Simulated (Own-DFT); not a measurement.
# Shaking the atoms of zincblende InP, 64 atoms (In32P32)

These are calculations, not measurements. They come from Own-DFT, an in-house plane-wave density functional program, since retired, whose code no person has reviewed. Each row is one single-point run on a periodic cell that was not relaxed, without spin or spin-orbit coupling.

Settings of every run: PBE; PseudoDojo norm-conserving scalar-relativistic files; cutoff 36 hartree; 3 x 3 x 3 k mesh centred on Gamma; Fermi-Dirac smearing of 0.1 eV.

Known limits, some of them of some rows only: some atoms lie very close together; forces on such cells moved up to 12 meV/angstrom on a denser k mesh; stress not checked against mesh or cutoff.

Cell vectors in Å: (11.737, 0.000, 0.000); (0.000, 11.737, 0.000); (0.000, 0.000, 11.737). In each run every atom was moved at random and independently from its ideal site; u is the rms move along one axis. E is the free energy for each atom above the fitted value at u = 0, and F the rms of the force components.

```
run,u (Å),E (meV/atom),F (eV/Å),largest force (eV/Å),P (GPa)
1,0.0180,4.7,0.195,0.59,3.18
2,0.0193,6.5,0.237,0.69,3.20
3,0.0467,32.1,0.546,1.65,3.52
4,0.0516,45.1,0.726,3.02,3.70
5,0.0958,?,?,?,?
6,0.0960,146.0,1.379,7.25,4.98
7,0.1566,340.3,2.134,9.74,7.32
8,0.1795,508.1,2.989,15.84,9.19
```

## Worked fit

For small independent moves the energy grows as E = (3/2) K u², with K the mean stiffness felt by one atom. The runs with u up to 0.11 Å give K = 10.6 ± 0.4 eV/Å², with residuals divided by u² + 0.0006 Å², since the noise grows with the moves. The scatter is 2.7 meV/atom at u = 0.05 Å. The forces follow F = G u with G = 12.7 eV/Å²; no force at u = 0 is resolved. G exceeds K because the moves of its neighbours add to the force on an atom, and stiffness differs between atoms. At u = 0.180 Å the parabola gives 512 meV/atom and the run 508. The pressure follows P = 3.12 + 202 u² GPa: at fixed volume, shortened bonds push harder than stretched ones pull.

## Withheld run

Question: what energy and rms force should run 5 give?

The fit gives 146 ± 10 meV/atom and about 1.22 eV/Å. The calculation gave 148.2 meV/atom and 1.326 eV/Å.
